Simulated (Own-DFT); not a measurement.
# One host, several defects: wurtzite GaN

Everything here is calculated. The program is Own-DFT (plane waves, in-house, since retired, never reviewed by a person); positions were held fixed, and spin and spin-orbit coupling were off.

Common settings: PBE; PseudoDojo norm-conserving scalar-relativistic files; cutoff 42 hartree; 4 x 4 x 3 k mesh centred on Gamma; Fermi-Dirac smearing of 0.1 eV.

Keep in mind (not all hold for every row): not probed for a lower state with spin; forces not confirmed at this smearing and k mesh; stress not checked against mesh or cutoff.

All runs share one cell, with vectors in Å (9.567, 0.000, 0.000); (-4.784, 8.285, 0.000); (0.000, 0.000, 10.370) and a volume of 822.0 Å³. Atoms were moved at random from their sites; u is the rms move along one axis. The defect's site can differ from row to row.

| cell | formula | u (Å) | P (GPa) |
|---|---|---|---|
| no defect | Ga36N36 | 0.0196 | 5.92 |
| no defect | Ga36N36 | 0.0475 | 7.60 |
| no defect | Ga36N36 | 0.0493 | 7.55 |
| one N on a Ga site | Ga35N37 | 0.0284 | 5.46 |
| one N on a Ga site | Ga35N37 | 0.0323 | ? |
| one N on a Ga site | Ga35N37 | 0.0524 | 7.09 |
| one N on a Ga site | Ga35N37 | 0.0533 | 6.93 |
| one Ga on an N site | Ga37N35 | 0.0304 | 12.14 |
| one Ga on an N site | Ga37N35 | 0.0509 | 13.65 |
| one Ga on an N site | Ga37N35 | 0.0510 | 13.72 |

## Worked fit

P = P0 + c u² + a shift for each defect gives P0 = 5.61 GPa, c = 836 ± 44 GPa/Å² and a scatter of 0.12 GPa. The shifts, and each times the cell's volume:

- one Ga on an N site: 5.86 ± 0.10 GPa, 30.1 eV
- one N on a Ga site: -0.90 ± 0.10 GPa, -4.6 eV

A positive shift means that the defect pushes the cell outwards. Shift times volume (160.2 GPa Å³ is 1 eV) depends little on the cell's size, so, taken for each site, it can be compared between cells at like pressure. The atoms around the defects weren't relaxed, which would change these numbers.

## Test on the hidden row

Asked: what pressure belongs in the blank (one N on a Ga site, u = 0.0323 Å)?

The fitted form gives 5.58 ± 0.14 GPa. The hidden result is 5.59 GPa.
